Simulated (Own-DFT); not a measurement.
# Response to strain: wurtzite AlN, 72 atoms (Al36N36)

These are calculations, not measurements. The program, named Own-DFT, is a retired in-house plane-wave density functional code that no person has reviewed. Each row is one single-point run on a periodic cell that was not relaxed, without spin or spin-orbit coupling.

Settings of every run: PBE; PseudoDojo norm-conserving scalar-relativistic files; cutoff 42 hartree; 3 x 3 x 2 k mesh centred on Gamma; Fermi-Dirac smearing of 0.1 eV.

Known limits: forces on such cells moved up to 12 meV/angstrom on a denser k mesh; stress not checked against mesh or cutoff.

Unstrained cell vectors in Å: (9.336, 0.000, 0.000); (-4.668, 8.085, 0.000); (0.000, 0.000, 9.964). The unstrained cell has measured lattice constants (interpolated for alloys), not those of this functional. That, the random moves and any unrelaxed bonds set the pressure at no strain. Each run strains this cell uniformly, with the atoms carried along. Every atom was also moved at random, by a Gaussian of width 0.05 Å on each axis. Strain is the symmetric tensor, in per cent. Stress is positive in tension, and the pressure is minus a third of its trace.

| run | e_xx (%) | e_yy (%) | e_zz (%) | s_xx (GPa) | s_yy (GPa) | s_zz (GPa) | P (GPa) | E (meV/atom) |
|---|---|---|---|---|---|---|---|---|
| 1 | 2.25 | 2.25 | 0.00 | 5.80 | 6.32 | -0.81 | -3.77 | 0.0 |
| 2 | -0.25 | -0.25 | 0.00 | -5.01 | -8.24 | -6.20 | 6.48 | 3.4 |
| 3 | -1.00 | -1.00 | 0.00 | -14.18 | -10.32 | -6.12 | 10.21 | 22.7 |
| 4 | -2.25 | -2.25 | 0.00 | -20.03 | -22.76 | -8.52 | 17.10 | 65.3 |
| 5 | -1.50 | -1.50 | 0.00 | -15.55 | -19.11 | -5.59 | 13.41 | 55.9 |
| 6 | 1.75 | 1.75 | 0.00 | 3.48 | 5.26 | -4.27 | -1.49 | 8.6 |
| 7 | -0.50 | -0.50 | 0.00 | -10.16 | -7.16 | -7.47 | 8.26 | 36.6 |
| 8 | -2.75 | -2.75 | 0.00 | -23.57 | -23.10 | -10.31 | 18.99 | 54.9 |
| 9 | -1.25 | -1.25 | 0.00 | ? | ? | ? | ? | ? |

E is the free energy for each atom above the lowest run shown.

## Worked fit

The change of volume is close to e_xx + e_yy + e_zz. A straight line through the runs shown gives P = 6.28 - 230 x (fractional change of volume) GPa, with an error of 6 on the slope and a scatter of 0.60 GPa. The strain isn't the same on all axes and the cell isn't cubic, so the slope belongs to this path and is not the bulk modulus.

## Withheld run

Question: what pressure should run 9 give? Its volume changes by -2.48 %.

The line gives 12.0 GPa. The calculation gave 11.23 GPa.
